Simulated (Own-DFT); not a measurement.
# Computed records: GaP (zincblende, atoms displaced)

All values are calculated (Own-DFT development build). A calculation, not a measurement: plane-wave PBE density functional theory by an unreviewed code, no spin, of a simulated periodic cell, stress positive in tension, free energy of the whole cell less one offset for each atom, forces on such cells passed a denser k mesh, this cell's mesh not checked; offsets are fitted by least squares, one for each functional and potential file, so energies compare only between cells with the same atoms and settings and are not formation energies; the far tail of each file's local potential was reset to the Coulomb form; each entry is a single point on an unrelaxed cell, so the pressure reflects the starting lattice, mostly measured values (interpolated for alloys), from which strain is counted, and rises with the displacements; printed positions are rounded, which can move forces by about a meV/angstrom; the program, named Own-DFT, is a retired in-house code; no spin-orbit coupling.

Settings shared by all entries: functional PBE; potential files PseudoDojo norm-conserving, scalar-relativistic, standard set; wave cutoff 42 hartree; occupations Fermi-Dirac; smearing width 0.1 eV; k mesh 2 x 3 x 3 centred on Gamma.

(1) GaP (zincblende, atoms displaced)

```
CELL_PARAMETERS angstrom
16.35150 0.00000 0.00000
0.00000 10.90100 0.00000
0.00000 0.00000 10.90100
ATOMIC_POSITIONS crystal
Ga 0.00135 0.00235 0.99932
Ga 0.99892 0.25128 0.24932
Ga 0.16477 0.99709 0.24920
Ga 0.16515 0.24997 0.99833
P 0.08265 0.12477 0.12603
P 0.08369 0.37559 0.37653
P 0.24935 0.12505 0.37595
P 0.25034 0.37006 0.12820
Ga 0.99859 0.99998 0.50150
Ga 0.00128 0.25021 0.74848
Ga 0.16666 0.00022 0.74578
Ga 0.16657 0.25334 0.50090
P 0.08356 0.12373 0.62308
P 0.08358 0.37503 0.87451
P 0.25085 0.12404 0.87466
P 0.24904 0.37508 0.62397
Ga 0.99994 0.49756 0.99936
Ga 0.00032 0.74644 0.25002
Ga 0.16786 0.50202 0.25073
Ga 0.16586 0.74877 0.00160
P 0.08364 0.62447 0.12674
P 0.08519 0.87729 0.37372
P 0.25212 0.62403 0.37817
P 0.24954 0.87582 0.12426
Ga 0.00034 0.49870 0.49895
Ga 0.99839 0.74690 0.75051
Ga 0.16664 0.49726 0.75722
Ga 0.16776 0.74933 0.49900
P 0.08352 0.62429 0.62657
P 0.08188 0.87644 0.87230
P 0.24924 0.62538 0.87637
P 0.25195 0.87727 0.62595
Ga 0.33400 0.99853 0.00063
Ga 0.33477 0.25084 0.24992
Ga 0.49626 0.00090 0.25219
Ga 0.50031 0.25033 0.00119
P 0.41761 0.12490 0.12629
P 0.41376 0.37196 0.37605
P 0.58618 0.12546 0.37483
P 0.58358 0.37548 0.12557
Ga 0.33509 0.99851 0.50075
Ga 0.33281 0.24811 0.75344
Ga 0.50217 0.00235 0.74804
Ga 0.50307 0.25162 0.50098
P 0.41840 0.12446 0.62475
P 0.41786 0.37329 0.87194
P 0.58406 0.12576 0.87464
P 0.58313 0.37144 0.62396
Ga 0.33232 0.49996 0.00485
Ga 0.33297 0.75145 0.24878
Ga 0.50114 0.50049 0.24967
Ga 0.50305 0.75161 0.99702
P 0.41715 0.62246 0.12425
P 0.41576 0.87530 0.37586
P 0.58293 0.62416 0.37469
P 0.58454 0.87488 0.12481
Ga 0.33328 0.50149 0.49757
Ga 0.33495 0.75047 0.75533
Ga 0.50059 0.49819 0.74984
Ga 0.49913 0.75274 0.50361
P 0.41748 0.62341 0.62355
P 0.41852 0.87587 0.87333
P 0.58281 0.62340 0.87666
P 0.58448 0.87392 0.62518
Ga 0.66752 0.00130 0.00178
Ga 0.66605 0.24822 0.24986
Ga 0.83321 0.99956 0.24927
Ga 0.83491 0.24936 0.99994
P 0.75196 0.12364 0.12274
P 0.75076 0.37298 0.37846
P 0.91822 0.12411 0.37458
P 0.91649 0.37296 0.12211
Ga 0.66769 0.00000 0.49971
Ga 0.66720 0.24794 0.75331
Ga 0.83270 0.99593 0.75318
Ga 0.83302 0.25031 0.50244
P 0.74853 0.12514 0.62195
P 0.74978 0.37679 0.87761
P 0.91610 0.12354 0.87873
P 0.91765 0.37470 0.62432
Ga 0.66634 0.49681 0.00034
Ga 0.66633 0.75091 0.25265
Ga 0.83230 0.49839 0.24595
Ga 0.83406 0.75379 0.99771
P 0.75008 0.62412 0.12364
P 0.74980 0.87198 0.37299
P 0.91583 0.62378 0.37518
P 0.91683 0.87221 0.12389
Ga 0.66729 0.50247 0.50032
Ga 0.66616 0.75032 0.75188
Ga 0.83364 0.50150 0.75100
Ga 0.83405 0.74956 0.50100
P 0.74969 0.62612 0.62711
P 0.74948 0.87567 0.87457
P 0.91721 0.62487 0.87911
P 0.91474 0.87379 0.62632
```

```
free energy of cell above offsets : -53.570 eV
pressure                          : 2.72 GPa
stress xx                         : -2.73 GPa
stress yy                         : -2.72 GPa
stress zz                         : -2.71 GPa
stress yz                         : 0.03 GPa
stress xz                         : -0.17 GPa
stress xy                         : -0.14 GPa
```

Force:
```
element  x (eV/Å)  y (eV/Å)  z (eV/Å)
     Ga    -0.161    -0.394     0.206
     Ga     0.247    -0.027     0.141
     Ga     0.494     0.591         0
     Ga     0.284    -0.225     0.237
      P     0.116     0.151    -0.073
      P    -0.067     0.015    -0.431
      P     0.098    -0.107    -0.137
      P    -0.308     0.464     -0.36
     Ga     0.171    -0.231    -0.112
     Ga    -0.256    -0.315     0.135
     Ga     0.059    -0.031     0.354
     Ga     0.019    -0.422     -0.15
      P    -0.064     0.271     0.057
      P    -0.287    -0.239     0.229
      P    -0.364    -0.147     0.178
      P     0.324     0.176      0.48
     Ga      0.16     0.173     0.217
     Ga    -0.079     0.377     0.226
     Ga     0.065    -0.285      0.13
     Ga    -0.133     0.309    -0.276
      P    -0.041    -0.262    -0.243
      P    -0.629    -0.598      0.36
      P    -0.326     0.379    -0.596
      P    -0.012    -0.141     0.012
     Ga     0.004     0.265     0.127
     Ga     0.164     0.172    -0.069
     Ga     0.199     0.346    -0.846
     Ga    -0.041     0.184     0.319
      P     0.108    -0.102    -0.034
      P     0.284    -0.197     0.145
      P     0.225    -0.083     0.231
      P    -0.067    -0.552    -0.013
     Ga     0.091     0.128    -0.086
     Ga    -0.297    -0.568     0.188
     Ga     0.804    -0.099     -0.03
     Ga     0.009    -0.005    -0.154
      P    -0.246     0.077    -0.274
      P     0.874     0.401    -0.015
      P    -0.663    -0.299    -0.012
      P    -0.026    -0.232      0.07
     Ga    -0.262     0.442    -0.027
     Ga     0.128     0.127    -0.613
     Ga    -0.098    -0.156      0.04
     Ga    -0.535    -0.373     -0.36
      P    -0.129      0.22    -0.042
      P    -0.344     0.252      0.62
      P    -0.066     -0.19     0.374
      P     0.545     0.624     0.402
     Ga     0.055    -0.364    -0.476
     Ga     0.106    -0.277     0.017
     Ga     -0.41    -0.278     0.245
     Ga    -0.439    -0.117     0.375
      P     0.183     0.619      0.05
      P     0.108    -0.242    -0.057
      P    -0.088     0.305     0.283
      P    -0.287     0.221     0.273
     Ga     0.135    -0.396       0.5
     Ga    -0.157    -0.172    -0.575
     Ga     0.065      0.05    -0.215
     Ga     0.146    -0.298    -0.382
      P    -0.216     0.137     0.384
      P      0.13      0.16     0.272
      P     0.255    -0.122    -0.306
      P     0.027     0.237     0.021
     Ga     -0.14    -0.083    -0.186
     Ga     0.462     0.183    -0.117
     Ga     0.198    -0.178     0.047
     Ga    -0.354     0.033    -0.142
      P    -0.201     0.317     0.333
      P    -0.142     0.259    -0.525
      P    -0.456     0.135     0.082
      P     0.095     0.223     0.315
     Ga    -0.042    -0.293    -0.183
     Ga     0.128      0.29    -0.347
     Ga    -0.024     0.661    -0.396
     Ga     0.281    -0.225    -0.197
      P     0.437    -0.183      0.72
      P     0.248    -0.376    -0.353
      P      0.17     0.181    -0.717
      P     -0.18     0.089     0.264
     Ga     0.008     0.421     0.145
     Ga    -0.027    -0.396    -0.438
     Ga     0.036     -0.04     0.374
     Ga    -0.258    -0.388     0.259
      P    -0.149     0.309    -0.066
      P     0.241     0.387     0.388
      P     0.043    -0.141    -0.097
      P     0.278     0.391     0.157
     Ga    -0.099    -0.317     0.084
     Ga    -0.022    -0.187     0.022
     Ga      0.08    -0.135     0.016
     Ga    -0.228    -0.075    -0.156
      P     0.076    -0.004    -0.074
      P    -0.231    -0.138     0.216
      P    -0.133     -0.08    -0.332
      P     0.326     0.035    -0.026
```

(2) GaP (zincblende, atoms displaced)

```
CELL_PARAMETERS angstrom
16.35150 0.00000 0.00000
0.00000 10.90100 0.00000
0.00000 0.00000 10.90100
ATOMIC_POSITIONS crystal
Ga 0.99846 0.00376 0.00024
Ga 0.99990 0.24939 0.25098
Ga 0.16746 0.99939 0.25280
Ga 0.16680 0.25002 0.99876
P 0.08311 0.12457 0.12423
P 0.08262 0.37253 0.37408
P 0.25059 0.12672 0.37459
P 0.24960 0.37519 0.12651
Ga 0.99876 0.00102 0.49845
Ga 0.00000 0.25106 0.74664
Ga 0.16737 0.00286 0.74868
Ga 0.16571 0.25078 0.50143
P 0.08320 0.12409 0.62459
P 0.08484 0.37770 0.87583
P 0.25038 0.12603 0.87380
P 0.24794 0.37673 0.62498
Ga 0.00048 0.50258 0.00354
Ga 0.99826 0.74982 0.24816
Ga 0.16528 0.50156 0.24820
Ga 0.16789 0.75232 0.99988
P 0.08531 0.62364 0.12648
P 0.08219 0.87506 0.37716
P 0.24981 0.62336 0.37356
P 0.24959 0.87572 0.12690
Ga 0.99992 0.50160 0.49865
Ga 0.00006 0.75065 0.74850
Ga 0.16572 0.49906 0.75048
Ga 0.16441 0.74727 0.49670
P 0.08535 0.62063 0.62503
P 0.08424 0.87383 0.87724
P 0.25054 0.62383 0.87608
P 0.24861 0.87506 0.62511
Ga 0.33178 0.00257 0.99938
Ga 0.33357 0.25116 0.25156
Ga 0.50156 0.00096 0.24889
Ga 0.49999 0.24748 0.99706
P 0.41667 0.12639 0.12705
P 0.41459 0.37474 0.37557
P 0.58381 0.12400 0.37467
P 0.58338 0.37308 0.12749
Ga 0.33134 0.00114 0.49948
Ga 0.33220 0.24739 0.74979
Ga 0.50290 0.99896 0.74756
Ga 0.50165 0.25072 0.49875
P 0.41693 0.12668 0.62580
P 0.41755 0.37263 0.87621
P 0.58357 0.12503 0.87445
P 0.58104 0.37949 0.62728
Ga 0.33039 0.50149 0.99954
Ga 0.33429 0.75317 0.25085
Ga 0.50027 0.50076 0.24860
Ga 0.50021 0.74985 0.00376
P 0.41589 0.62560 0.12769
P 0.41534 0.87701 0.37597
P 0.58422 0.62482 0.37431
P 0.58149 0.87412 0.12713
Ga 0.33137 0.50017 0.49971
Ga 0.33130 0.75267 0.74836
Ga 0.50061 0.50071 0.74963
Ga 0.50009 0.74801 0.50048
P 0.41500 0.62418 0.62785
P 0.41592 0.87641 0.87551
P 0.58258 0.62218 0.87756
P 0.58234 0.87460 0.62677
Ga 0.66642 0.00037 0.99904
Ga 0.66521 0.24736 0.24976
Ga 0.83328 0.99805 0.25007
Ga 0.83386 0.25076 0.99890
P 0.75060 0.12313 0.12174
P 0.75272 0.37681 0.37703
P 0.91638 0.12608 0.37352
P 0.91784 0.37623 0.12641
Ga 0.66866 0.00248 0.49972
Ga 0.66585 0.24717 0.75140
Ga 0.83175 0.99864 0.75071
Ga 0.83268 0.24628 0.49888
P 0.75191 0.12674 0.62759
P 0.74867 0.37724 0.87720
P 0.91776 0.12642 0.87162
P 0.91630 0.37504 0.62710
Ga 0.66861 0.49866 0.99540
Ga 0.66516 0.74953 0.24814
Ga 0.83329 0.50094 0.24973
Ga 0.83354 0.74772 0.00128
P 0.74783 0.62862 0.12769
P 0.74935 0.87843 0.37554
P 0.91691 0.62545 0.37374
P 0.91571 0.87792 0.12599
Ga 0.66528 0.49650 0.50250
Ga 0.66708 0.74887 0.75172
Ga 0.83456 0.49872 0.74962
Ga 0.83288 0.74919 0.49858
P 0.74925 0.62550 0.62456
P 0.74972 0.87472 0.87697
P 0.91541 0.62436 0.87639
P 0.91828 0.87493 0.62758
```

```
free energy of cell above offsets : -53.595 eV
pressure                          : 2.71 GPa
stress xx                         : -2.71 GPa
stress yy                         : -2.71 GPa
stress zz                         : -2.71 GPa
stress yz                         : 0.04 GPa
stress xz                         : 0.09 GPa
stress xy                         : 0.41 GPa
```

Force:
```
element  x (eV/Å)  y (eV/Å)  z (eV/Å)
     Ga     0.208    -0.327     -0.13
     Ga     0.091     0.011    -0.249
     Ga    -0.242     0.102    -0.106
     Ga      0.01     0.085     0.167
      P     0.148     0.049     0.208
      P     0.075     0.364     0.106
      P    -0.282     0.031     0.142
      P    -0.054    -0.094    -0.132
     Ga     0.038     -0.04     0.203
     Ga      0.35     0.129     0.351
     Ga    -0.195    -0.371     0.253
     Ga     0.088    -0.083    -0.151
      P    -0.098      0.11    -0.106
      P    -0.549    -0.326     0.033
      P     -0.26    -0.055     0.146
      P     0.302    -0.293     0.129
     Ga     0.043    -0.162    -0.311
     Ga     0.358     0.136     0.033
     Ga     0.243    -0.485     0.395
     Ga     0.004    -0.311     0.145
      P    -0.379     0.667    -0.259
      P    -0.087    -0.046    -0.376
      P    -0.027      0.32    -0.078
      P     0.121     0.082    -0.153
     Ga    -0.006    -0.338      0.11
     Ga     0.319    -0.351     0.319
     Ga     0.342     0.091      0.19
     Ga      0.34      0.08     0.289
      P    -0.508     0.511    -0.026
      P    -0.256     0.386    -0.275
      P     -0.31      0.38    -0.379
      P    -0.189    -0.021    -0.361
     Ga      0.27    -0.174     0.239
     Ga    -0.046     0.003    -0.204
     Ga    -0.507    -0.073     0.241
     Ga     0.018     0.213     0.509
      P    -0.018    -0.124    -0.262
      P     0.493     0.229     0.064
      P     0.025     0.049     0.212
      P     0.043      0.17     -0.58
     Ga     0.259     0.029     0.255
     Ga      0.23     0.548    -0.117
     Ga     -0.69     0.183     0.332
     Ga     -0.36     0.091      0.11
      P     0.109    -0.273    -0.241
      P    -0.375     0.365    -0.203
      P    -0.035    -0.278     0.028
      P     0.451    -0.871    -0.161
     Ga     0.647     -0.34     0.235
     Ga    -0.164    -0.224     0.056
     Ga    -0.161    -0.177     0.248
     Ga    -0.363    -0.077    -0.364
      P    -0.089    -0.082    -0.305
      P     0.427    -0.012     0.082
      P    -0.109    -0.142     0.191
      P     0.433     0.271    -0.333
     Ga     0.178    -0.019     0.151
     Ga     0.241     -0.14     0.332
     Ga    -0.556     0.087     0.435
     Ga    -0.245     0.087    -0.017
      P     0.072     0.097     -0.31
      P     0.216    -0.062    -0.022
      P     0.067     0.422    -0.142
      P     0.593    -0.161    -0.468
     Ga    -0.145    -0.198     0.162
     Ga     0.616     0.259     0.053
     Ga    -0.162     0.354     0.014
     Ga     0.105     0.052     0.036
      P    -0.015     0.206     0.371
      P    -0.611    -0.401    -0.205
      P    -0.075     -0.26     0.038
      P    -0.247    -0.138    -0.112
     Ga    -0.314    -0.118     0.412
     Ga     0.059     0.607    -0.123
     Ga     0.344    -0.053     0.128
     Ga     0.286     0.499     0.174
      P    -0.395    -0.187    -0.165
      P     0.522    -0.575    -0.632
      P    -0.297    -0.007     0.134
      P     0.019    -0.049    -0.632
     Ga    -0.524     0.246     1.002
     Ga     0.046     0.375     0.498
     Ga    -0.035     0.077     -0.08
     Ga    -0.091     0.305     0.108
      P     0.339    -0.584     -0.42
      P     0.022    -0.525    -0.137
      P    -0.107     0.035     0.084
      P     0.164    -0.361    -0.321
     Ga     0.283     0.346    -0.258
     Ga    -0.187     0.013     0.041
     Ga    -0.399     0.187     0.102
     Ga     0.079     0.233     0.177
      P     0.139    -0.184     0.069
      P     0.019    -0.144     -0.06
      P     0.364     0.066    -0.124
      P    -0.495     0.078    -0.453
```
